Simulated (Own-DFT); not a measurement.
# Computed records: SiGe (diamond-structure random alloy, atoms displaced)

Computed with Own-DFT development build. A calculation, not a measurement: plane-wave density functional theory by an unreviewed code, no spin, of a simulated periodic cell, stress positive in tension, run twice, with PBE and with PBEsol, both on files made for PBE, so the change isn't that of files made for PBEsol, forces on such cells passed a denser k mesh, this cell's mesh not checked; the far tail of each file's local potential was reset to the Coulomb form; each entry is a single point on an unrelaxed cell, so the pressure reflects the starting lattice, mostly measured values (interpolated for alloys), from which strain is counted, and rises with the displacements; printed positions are rounded, which can move forces by about a meV/angstrom; the program, named Own-DFT, is a retired in-house code; no spin-orbit coupling; stress was not checked against mesh or cutoff.

Settings shared by all entries: functional PBE, then PBEsol; potential files PseudoDojo norm-conserving, scalar-relativistic, standard set; wave cutoff 42 hartree; occupations Fermi-Dirac; smearing width 0.1 eV; k mesh 3 x 3 x 3 centred on Gamma.

(1) SiGe (diamond-structure random alloy, atoms displaced)

```
cell vectors (Å)
  11.0890     0.0000     0.0000
   0.0000    11.0890     0.0000
   0.0000     0.0000    11.0890
atoms (fractions of the cell vectors)
Si  0.99826  0.98781  0.98998
Si  0.99315  0.25118  0.24279
Si  0.25234  0.99726  0.25331
Si  0.25386  0.25414  0.00161
Si  0.12324  0.13207  0.13210
Ge  0.12126  0.37153  0.37695
Ge  0.37175  0.13076  0.37839
Ge  0.37634  0.37033  0.13099
Ge  0.99795  0.00535  0.49815
Si  0.99953  0.24596  0.74321
Si  0.24892  0.98875  0.75375
Ge  0.24404  0.24751  0.50697
Si  0.11742  0.12934  0.63270
Si  0.11106  0.37732  0.88351
Si  0.36735  0.12622  0.86851
Si  0.37975  0.37305  0.63597
Ge  0.00012  0.49692  0.00256
Ge  0.00426  0.74822  0.24725
Ge  0.24822  0.50096  0.24662
Ge  0.25726  0.74709  0.99623
Ge  0.12220  0.61684  0.13235
Si  0.12882  0.87910  0.38195
Ge  0.37832  0.62984  0.36540
Si  0.37252  0.87728  0.12770
Si  0.00461  0.50262  0.50130
Si  0.00178  0.74216  0.74346
Ge  0.23868  0.49841  0.76216
Ge  0.24852  0.74273  0.49903
Ge  0.13401  0.61805  0.62934
Si  0.12356  0.87846  0.86546
Ge  0.37047  0.62480  0.87268
Si  0.37430  0.87147  0.62274
Si  0.49973  0.99894  0.99542
Ge  0.50656  0.25750  0.24300
Si  0.74513  0.99587  0.25303
Si  0.74963  0.24330  0.00673
Si  0.62283  0.12319  0.12537
Si  0.61942  0.37547  0.37865
Ge  0.87027  0.13195  0.38302
Si  0.86631  0.37637  0.12692
Ge  0.50519  0.00380  0.50107
Si  0.50735  0.25836  0.74439
Ge  0.74259  0.00620  0.75093
Si  0.76397  0.24498  0.50180
Si  0.62612  0.13374  0.61705
Si  0.62544  0.37532  0.87612
Si  0.87837  0.13457  0.87132
Ge  0.87810  0.37519  0.63050
Ge  0.48581  0.49424  0.98801
Si  0.50483  0.74928  0.24999
Ge  0.74596  0.50393  0.24315
Si  0.74592  0.74478  0.00670
Ge  0.62383  0.62839  0.12005
Ge  0.63126  0.86817  0.37741
Ge  0.88366  0.62421  0.37242
Si  0.87609  0.87868  0.12151
Ge  0.50278  0.50796  0.49677
Ge  0.49793  0.75047  0.75440
Ge  0.75507  0.50327  0.74086
Si  0.75731  0.75786  0.49995
Ge  0.61558  0.63492  0.62204
Ge  0.63112  0.88143  0.88452
Ge  0.87330  0.62765  0.87082
Ge  0.87457  0.86631  0.63099
```

- PBE pressure: 3.36 GPa
- PBE stress xx: -3.36 GPa
- PBE stress yy: -3.32 GPa
- PBE stress zz: -3.39 GPa
- PBE stress yz: -0.39 GPa
- PBE stress xz: 0.7 GPa
- PBE stress xy: 1.15 GPa
- PBEsol pressure: 1.07 GPa
- PBEsol stress xx: -1.08 GPa
- PBEsol stress yy: -1.02 GPa
- PBEsol stress zz: -1.1 GPa
- PBEsol stress yz: -0.39 GPa
- PBEsol stress xz: 0.72 GPa
- PBEsol stress xy: 1.11 GPa
- rms change of force components from PBE to PBEsol: 0.053 eV/Å

Force:
```csv
force element,PBE force x (eV/Å),PBE force y (eV/Å),PBE force z (eV/Å),PBEsol force x (eV/Å),PBEsol force y (eV/Å),PBEsol force z (eV/Å)
Si,0.126,2.06,0.58,0.126,2.034,0.567
Si,-0.166,0.257,0.79,-0.167,0.259,0.866
Si,-0.601,0.615,-0.064,-0.555,0.654,-0.024
Si,-1.172,-0.631,-0.346,-1.102,-0.563,-0.297
Si,0.369,-1.414,-1.203,0.369,-1.396,-1.185
Ge,-0.235,0.205,-0.422,-0.162,0.195,-0.405
Ge,0.517,-0.51,-0.799,0.525,-0.467,-0.732
Ge,-0.839,0.885,-1.244,-0.776,0.901,-1.171
Ge,0.369,-0.647,0.95,0.288,-0.612,0.918
Si,-0.041,1.213,1.86,-0.096,1.276,1.782
Si,0.326,1.647,-1.322,0.34,1.624,-1.323
Ge,0.515,0.583,0.731,0.508,0.571,0.624
Si,1.384,-1.831,-0.47,1.388,-1.829,-0.565
Si,1.332,-1.963,-0.913,1.297,-1.84,-0.883
Si,1.011,0.024,0.182,0.999,0.038,0.168
Si,-1.052,1.089,-1.106,-1.097,1.128,-1.136
Ge,-1.67,0.486,0.513,-1.621,0.548,0.518
Ge,-0.098,1.765,0.446,-0.089,1.619,0.437
Ge,0.6,-1.028,1.21,0.582,-0.993,1.164
Ge,-1.694,1.097,1.043,-1.627,0.987,0.988
Ge,0.432,1.121,-1.785,0.416,1.075,-1.719
Si,-0.196,-0.283,-0.814,-0.236,-0.326,-0.744
Ge,-0.288,-0.418,0.281,-0.326,-0.448,0.323
Si,0.916,-0.071,-0.202,0.872,-0.124,-0.242
Si,-0.228,-0.498,0.16,-0.215,-0.491,0.156
Si,0.651,0.65,0.822,0.606,0.592,0.766
Ge,1.111,-1.52,-0.149,1.091,-1.384,-0.164
Ge,0.5,1.061,-0.083,0.492,0.952,-0.076
Ge,-1.358,0.359,-0.793,-1.248,0.346,-0.763
Si,-0.388,-1.835,0.761,-0.361,-1.869,0.785
Ge,0.185,-0.023,-0.634,0.171,-0.026,-0.593
Si,0.028,0.424,0.204,0.071,0.368,0.151
Si,-1.191,1.004,0.922,-1.129,0.939,0.849
Ge,0.28,-1.276,1.467,0.186,-1.212,1.411
Si,0.691,0.813,-0.651,0.67,0.787,-0.55
Si,-0.014,0.717,-0.75,-0.017,0.703,-0.741
Si,0.238,-0.841,-0.246,0.181,-0.789,-0.19
Si,1.72,-0.133,0.043,1.646,-0.098,0.014
Ge,0.988,-1.533,-2.896,1.018,-1.546,-2.786
Si,0.461,-0.567,-0.564,0.445,-0.448,-0.547
Ge,-0.587,-0.426,-0.022,-0.573,-0.419,-0.088
Si,-0.121,-1.279,0.929,-0.104,-1.279,0.93
Ge,0.933,0.515,-0.346,0.902,0.421,-0.324
Si,-2.686,2.305,0.959,-2.539,2.268,0.93
Si,0.222,-0.051,0.655,0.208,-0.139,0.635
Si,0.762,-0.312,-0.129,0.754,-0.22,-0.109
Si,-0.347,-1.184,0.688,-0.381,-1.204,0.65
Ge,0.634,-0.112,-1.419,0.574,-0.054,-1.343
Ge,1.499,-0.117,1.135,1.407,-0.076,1.129
Si,-0.335,0.997,-0.714,-0.288,0.936,-0.665
Ge,-0.036,-0.609,1.415,-0.045,-0.523,1.364
Si,1.483,1.41,-0.826,1.411,1.335,-0.847
Ge,-1.505,-0.884,-0.12,-1.454,-0.929,-0.088
Ge,-0.639,0.473,-0.27,-0.658,0.495,-0.229
Ge,-1.07,0.048,0.698,-1.036,0.067,0.603
Si,-0.541,-0.6,0.286,-0.505,-0.63,0.33
Ge,-1.17,-1.238,0.352,-1.144,-1.122,0.352
Ge,-0.019,1.138,0.181,0.01,1.049,0.193
Ge,-1.786,0.068,0.941,-1.689,0.085,0.893
Si,-0.247,-1.725,-0.079,-0.245,-1.682,-0.076
Ge,1.947,0.016,-0.274,1.854,-0.014,-0.238
Ge,-0.367,-1.094,-0.253,-0.345,-1.062,-0.32
Ge,0.257,0.164,0.799,0.241,0.09,0.762
Ge,0.196,1.445,-0.097,0.182,1.472,-0.095
```

(2) SiGe (diamond-structure random alloy, atoms displaced)

```
cell vectors (Å)
  11.0890     0.0000     0.0000
   0.0000    11.0890     0.0000
   0.0000     0.0000    11.0890
atoms (fractions of the cell vectors)
Ge  0.99930  0.00238  0.98577
Ge  0.00243  0.25196  0.24744
Ge  0.24587  0.98974  0.24908
Si  0.24852  0.25110  0.98890
Ge  0.13264  0.12970  0.11890
Ge  0.11729  0.38564  0.37178
Si  0.37143  0.11867  0.37470
Ge  0.38159  0.36129  0.12505
Si  0.99901  0.98968  0.49483
Si  0.00687  0.25028  0.74045
Si  0.25906  0.99111  0.75184
Ge  0.24625  0.25868  0.49747
Ge  0.13537  0.12471  0.62787
Ge  0.12854  0.37002  0.87507
Ge  0.37832  0.12883  0.87185
Ge  0.37505  0.38050  0.61922
Si  0.00662  0.51364  0.99674
Ge  0.99768  0.74572  0.25018
Si  0.25194  0.49341  0.25183
Ge  0.24772  0.74726  0.00062
Ge  0.13133  0.63527  0.12928
Ge  0.12934  0.88074  0.37411
Si  0.37431  0.62050  0.37824
Si  0.38195  0.87708  0.12487
Ge  0.99559  0.49325  0.50071
Si  0.99619  0.74990  0.74478
Si  0.24628  0.49952  0.74761
Ge  0.24493  0.75958  0.49810
Ge  0.12814  0.62605  0.62689
Si  0.12135  0.87759  0.86397
Si  0.38378  0.62937  0.87955
Si  0.36744  0.88672  0.63262
Ge  0.49676  0.99525  0.99999
Si  0.50014  0.25181  0.24734
Ge  0.74029  0.00657  0.24768
Si  0.75197  0.24945  0.99686
Si  0.63753  0.12652  0.12317
Ge  0.62759  0.36453  0.36404
Si  0.87375  0.12017  0.37143
Si  0.88092  0.37730  0.12668
Ge  0.50937  0.00266  0.50317
Si  0.49719  0.25397  0.75125
Si  0.74688  0.01159  0.74752
Ge  0.75238  0.25198  0.49937
Si  0.62667  0.12953  0.62709
Ge  0.63054  0.37573  0.87929
Ge  0.87491  0.13951  0.87053
Ge  0.88270  0.37971  0.63522
Si  0.49840  0.49522  0.00193
Si  0.49578  0.74286  0.25598
Ge  0.74587  0.49723  0.25403
Si  0.75165  0.75777  0.00430
Si  0.62720  0.63250  0.13381
Si  0.62152  0.87599  0.36826
Si  0.86819  0.62813  0.37287
Ge  0.87468  0.87493  0.12543
Si  0.49504  0.50446  0.49989
Ge  0.49898  0.76396  0.74151
Ge  0.75246  0.49460  0.75434
Si  0.74921  0.75491  0.49934
Si  0.62555  0.61882  0.63606
Ge  0.61932  0.87424  0.87148
Ge  0.87939  0.62088  0.87518
Si  0.87352  0.87507  0.62736
```

- PBE pressure: 3.31 GPa
- PBE stress xx: -3.35 GPa
- PBE stress yy: -3.09 GPa
- PBE stress zz: -3.47 GPa
- PBE stress yz: 1.03 GPa
- PBE stress xz: 0.44 GPa
- PBE stress xy: 0.59 GPa
- PBEsol pressure: 1.01 GPa
- PBEsol stress xx: -1.06 GPa
- PBEsol stress yy: -0.8 GPa
- PBEsol stress zz: -1.16 GPa
- PBEsol stress yz: 0.99 GPa
- PBEsol stress xz: 0.42 GPa
- PBEsol stress xy: 0.59 GPa
- rms change of force components from PBE to PBEsol: 0.054 eV/Å

Force:
```csv
force element,PBE force x (eV/Å),PBE force y (eV/Å),PBE force z (eV/Å),PBEsol force x (eV/Å),PBEsol force y (eV/Å),PBEsol force z (eV/Å)
Ge,0.124,0.12,0.947,0.081,0.165,0.957
Ge,-0.486,-0.679,0.066,-0.406,-0.654,0.071
Ge,1.732,1.711,-1.254,1.605,1.652,-1.199
Si,1.133,-0.503,1.189,1.111,-0.5,1.164
Ge,-0.504,-0.634,-0.148,-0.528,-0.646,-0.1
Ge,0.8,-1.042,-0.193,0.73,-1.06,-0.13
Si,0.463,0.83,-0.112,0.418,0.779,-0.073
Ge,-1.435,1.357,-0.907,-1.404,1.324,-0.89
Si,-0.44,1.446,0.926,-0.35,1.406,0.892
Si,0.116,-0.264,1.142,0.113,-0.263,1.12
Si,-1.771,2.025,1.423,-1.761,2.116,1.446
Ge,0.457,-0.812,-0.776,0.416,-0.757,-0.712
Ge,-0.678,-1.083,-0.655,-0.622,-1.007,-0.676
Ge,-1.097,1.429,-0.657,-1.075,1.395,-0.65
Ge,-0.451,-0.556,0.1,-0.408,-0.583,0.135
Ge,-0.021,-0.071,0.925,-0.072,-0.11,0.867
Si,0.348,-1.816,1.179,0.367,-1.739,1.125
Ge,-0.119,0.612,0.742,-0.069,0.629,0.665
Si,0.565,0.814,-0.545,0.508,0.757,-0.57
Ge,1.124,1.67,-1.092,1.046,1.59,-1.006
Ge,-0.244,-2.015,0.281,-0.239,-1.875,0.259
Ge,-1.999,-1.142,0.051,-1.88,-1.146,0.011
Si,-0.646,0.481,-0.174,-0.7,0.514,-0.134
Si,-0.907,-1.414,0.675,-0.925,-1.345,0.617
Ge,-0.298,2.479,-0.142,-0.256,2.362,-0.113
Si,0.209,0.188,0.279,0.205,0.081,0.272
Si,1.363,0.448,0.968,1.303,0.405,0.908
Ge,1.522,-1.001,0.738,1.404,-0.967,0.704
Ge,-0.743,0.011,-0.383,-0.727,0.017,-0.439
Si,0.376,-0.881,0.29,0.356,-0.865,0.371
Si,-0.705,-0.757,-0.866,-0.701,-0.66,-0.862
Si,1.617,-1.367,-2.76,1.675,-1.418,-2.796
Ge,0.988,1.418,0.407,0.971,1.382,0.31
Si,0.348,-2.692,0.312,0.339,-2.571,0.304
Ge,1.302,-1.085,0.724,1.303,-1.095,0.682
Si,0.503,0.766,1.32,0.507,0.761,1.199
Si,-2.251,0.938,-0.999,-2.209,0.838,-0.961
Ge,-1.104,1.045,1.747,-0.981,1.043,1.707
Si,0.575,0.162,0.582,0.527,0.204,0.528
Si,-0.472,0.61,-1.186,-0.454,0.598,-1.089
Ge,-1.103,-0.096,-0.162,-1.081,-0.095,-0.158
Si,0.889,0.193,-0.756,0.827,0.226,-0.704
Si,0.493,-0.919,0.271,0.499,-0.911,0.353
Ge,0.546,-0.528,0.429,0.518,-0.453,0.398
Si,-0.319,0.641,0.112,-0.327,0.646,0.019
Ge,-1.29,-0.566,0.186,-1.21,-0.514,0.131
Ge,0.159,-0.736,-0.814,0.195,-0.754,-0.763
Ge,-0.687,-1.107,-0.981,-0.7,-1.018,-0.993
Si,0.668,1.294,0.459,0.665,1.185,0.461
Si,0.07,0.774,-0.429,0.051,0.764,-0.419
Ge,0.978,0.731,-1.105,0.913,0.654,-1.032
Si,-0.666,-1.251,-0.644,-0.616,-1.186,-0.666
Si,-0.382,-0.657,-1.17,-0.324,-0.693,-1.117
Si,-0.029,-0.751,0.781,-0.019,-0.647,0.759
Si,0.157,-0.403,1.014,0.195,-0.442,0.945
Ge,0.236,0.884,-0.166,0.269,0.887,-0.127
Si,1.678,-0.284,-0.101,1.649,-0.367,-0.078
Ge,-0.48,-2,0.202,-0.425,-1.905,0.257
Ge,-0.209,0.865,0.019,-0.154,0.795,0.062
Si,-0.429,-0.458,0.227,-0.437,-0.446,0.226
Si,-0.271,0.926,-1.766,-0.252,0.905,-1.649
Ge,1.742,0.714,0.401,1.605,0.701,0.382
Ge,-0.681,1.567,0.176,-0.698,1.488,0.125
Si,-0.364,0.418,-0.345,-0.362,0.42,-0.323
```

(3) SiGe (diamond-structure random alloy, atoms displaced)

```
cell vectors (Å)
  11.0890     0.0000     0.0000
   0.0000    11.0890     0.0000
   0.0000     0.0000    11.0890
atoms (fractions of the cell vectors)
Si  0.00096  0.00232  0.00224
Ge  0.00098  0.24637  0.24577
Si  0.25300  0.00989  0.24282
Ge  0.24947  0.24558  0.00165
Ge  0.12160  0.11221  0.13178
Si  0.13327  0.37437  0.37984
Ge  0.37268  0.11878  0.37106
Si  0.37925  0.37555  0.13163
Ge  0.99610  0.99730  0.50515
Si  0.00115  0.25655  0.75002
Ge  0.24467  0.99727  0.74982
Ge  0.24974  0.24440  0.50176
Si  0.12512  0.12166  0.62640
Ge  0.13136  0.37671  0.87378
Si  0.37864  0.12510  0.87061
Ge  0.37739  0.38123  0.62747
Si  0.99863  0.49441  0.00061
Ge  0.99564  0.74362  0.24100
Ge  0.24367  0.50151  0.25689
Ge  0.25870  0.75563  0.99884
Ge  0.13509  0.62347  0.12751
Si  0.12645  0.87282  0.37761
Si  0.37561  0.62768  0.36315
Ge  0.37727  0.87985  0.12498
Ge  0.00450  0.50105  0.49922
Si  0.99516  0.75388  0.75606
Si  0.25189  0.49718  0.75194
Ge  0.25061  0.74917  0.49906
Si  0.13186  0.62304  0.62885
Si  0.11563  0.87939  0.87516
Ge  0.36561  0.62117  0.87930
Si  0.37243  0.87160  0.63073
Si  0.49392  0.00115  0.99541
Si  0.49555  0.23448  0.24744
Si  0.74715  0.00034  0.24926
Si  0.75411  0.24918  0.99992
Ge  0.61598  0.12282  0.12038
Ge  0.62366  0.37630  0.37188
Si  0.88356  0.12181  0.37389
Si  0.87773  0.37918  0.11791
Si  0.50312  0.99325  0.50292
Ge  0.48787  0.25120  0.75079
Ge  0.74585  0.00438  0.74270
Si  0.75686  0.25756  0.49965
Si  0.62558  0.11920  0.61892
Si  0.62559  0.37425  0.87118
Ge  0.88924  0.12775  0.87975
Ge  0.87628  0.38430  0.62706
Si  0.50346  0.50356  0.98976
Si  0.50245  0.75471  0.24851
Ge  0.74734  0.50628  0.24475
Ge  0.75465  0.75829  0.99386
Ge  0.63502  0.62599  0.12984
Ge  0.62860  0.87614  0.37270
Ge  0.86619  0.61178  0.37231
Si  0.87817  0.87698  0.11696
Ge  0.49612  0.49959  0.49766
Si  0.50650  0.74587  0.75341
Si  0.75339  0.50448  0.75526
Si  0.75169  0.75649  0.50048
Si  0.61695  0.63310  0.63070
Ge  0.62153  0.86116  0.87778
Ge  0.87041  0.62427  0.87058
Ge  0.87160  0.88578  0.61885
```

- PBE pressure: 3.37 GPa
- PBE stress xx: -3.35 GPa
- PBE stress yy: -3.26 GPa
- PBE stress zz: -3.49 GPa
- PBE stress yz: 0.42 GPa
- PBE stress xz: -0.49 GPa
- PBE stress xy: 0.14 GPa
- PBEsol pressure: 1.06 GPa
- PBEsol stress xx: -1.05 GPa
- PBEsol stress yy: -0.96 GPa
- PBEsol stress zz: -1.17 GPa
- PBEsol stress yz: 0.4 GPa
- PBEsol stress xz: -0.47 GPa
- PBEsol stress xy: 0.11 GPa
- rms change of force components from PBE to PBEsol: 0.058 eV/Å

Force:
```csv
force element,PBE force x (eV/Å),PBE force y (eV/Å),PBE force z (eV/Å),PBEsol force x (eV/Å),PBEsol force y (eV/Å),PBEsol force z (eV/Å)
Si,0.112,-0.993,-0.022,0.119,-0.867,-0.018
Ge,-0.052,1.217,0.686,0.001,1.138,0.632
Si,-0.268,-2.562,1.521,-0.235,-2.471,1.458
Ge,0.69,-0.01,0.479,0.61,-0.003,0.459
Ge,-0.02,1.398,-1.384,-0.039,1.452,-1.348
Si,-1.227,-0.707,-0.192,-1.201,-0.69,-0.188
Ge,0.741,-0.107,1.141,0.695,-0.067,1.148
Si,0.094,-0.048,-0.675,0.023,-0.032,-0.662
Ge,1.968,0.972,-1.538,1.862,0.9,-1.445
Si,0.659,-0.443,-0.451,0.61,-0.39,-0.409
Ge,0.516,0.195,0.312,0.502,0.191,0.301
Ge,0.16,0.332,0.256,0.221,0.325,0.239
Si,-0.811,0.735,0.183,-0.757,0.674,0.147
Ge,-0.886,-0.319,0.211,-0.832,-0.356,0.244
Si,-1.262,-0.669,0.789,-1.287,-0.601,0.718
Ge,-1.06,-0.47,-0.438,-0.978,-0.503,-0.456
Si,0.839,1.167,-0.52,0.888,1.204,-0.569
Ge,0.16,0.691,1.036,0.173,0.6,1.003
Ge,1.522,-0.898,-0.279,1.441,-0.819,-0.322
Ge,-1.752,0.404,-0.004,-1.661,0.346,0.032
Ge,-1.278,0.147,-1.467,-1.216,0.166,-1.376
Si,-0.317,0.563,-1.067,-0.338,0.518,-1.011
Si,0.273,0.335,1.019,0.213,0.273,1.04
Ge,0.268,0.295,0.407,0.225,0.246,0.349
Ge,0.594,0.075,0.065,0.496,0.062,0.063
Si,0.576,-0.183,-1.318,0.478,-0.195,-1.303
Si,-0.428,0.614,-0.488,-0.374,0.548,-0.429
Ge,0.486,-0.273,0.009,0.474,-0.271,0.009
Si,-0.805,0.59,0.413,-0.8,0.59,0.324
Si,0.52,-0.555,0.477,0.603,-0.534,0.465
Ge,1.522,0.14,-1.11,1.45,0.193,-1.031
Si,1.009,-0.14,-0.239,0.906,-0.137,-0.227
Si,0.593,-0.374,-0.621,0.627,-0.417,-0.55
Si,0.121,2.129,0.32,0.148,2.034,0.349
Si,1.038,0.326,-0.573,0.935,0.313,-0.559
Si,-0.552,0.46,-0.091,-0.547,0.367,-0.095
Ge,1.381,-0.178,-0.277,1.344,-0.183,-0.267
Ge,-0.025,-1.199,-0.286,-0.029,-1.09,-0.274
Si,-1.506,0.49,0.099,-1.396,0.474,0.101
Si,-0.706,-0.826,0.705,-0.709,-0.824,0.791
Si,-0.784,0.059,0.007,-0.777,0.038,-0.078
Ge,2.323,-0.375,-0.477,2.218,-0.308,-0.514
Ge,0.111,-0.205,1.782,0.162,-0.257,1.74
Si,-0.373,-1.167,-0.247,-0.356,-1.062,-0.238
Si,-0.532,1.868,-0.383,-0.502,1.838,-0.301
Si,0.392,-0.122,0.271,0.347,-0.174,0.221
Ge,-1.366,0.307,-0.789,-1.354,0.278,-0.791
Ge,-0.204,-0.674,0.292,-0.153,-0.614,0.247
Si,0.176,-0.781,1.622,0.153,-0.684,1.59
Si,0.041,-0.519,-0.059,0.094,-0.457,-0.1
Ge,0.594,-2.882,0.084,0.547,-2.737,0.123
Ge,0.522,-1.144,1.373,0.459,-1.152,1.279
Ge,-2.165,1.586,-2.177,-2.026,1.529,-2.102
Ge,-0.291,-0.231,0.308,-0.284,-0.225,0.297
Ge,1.097,2.2,1.236,1.089,2.095,1.153
Si,-0.407,0.609,0.872,-0.413,0.505,0.864
Ge,0.5,1.385,-0.294,0.481,1.27,-0.284
Si,-2.461,0.124,-0.087,-2.436,0.156,0.023
Si,-1.901,-0.496,-1.236,-1.78,-0.472,-1.218
Si,-0.497,-1.343,0.072,-0.457,-1.272,0.034
Si,1.79,-1.077,-1.17,1.748,-1.122,-1.21
Ge,-0.473,2.589,-0.612,-0.376,2.5,-0.564
Ge,1.335,0.121,1.077,1.263,0.166,1.096
Ge,-0.314,-2.154,1.445,-0.293,-2.003,1.403
```
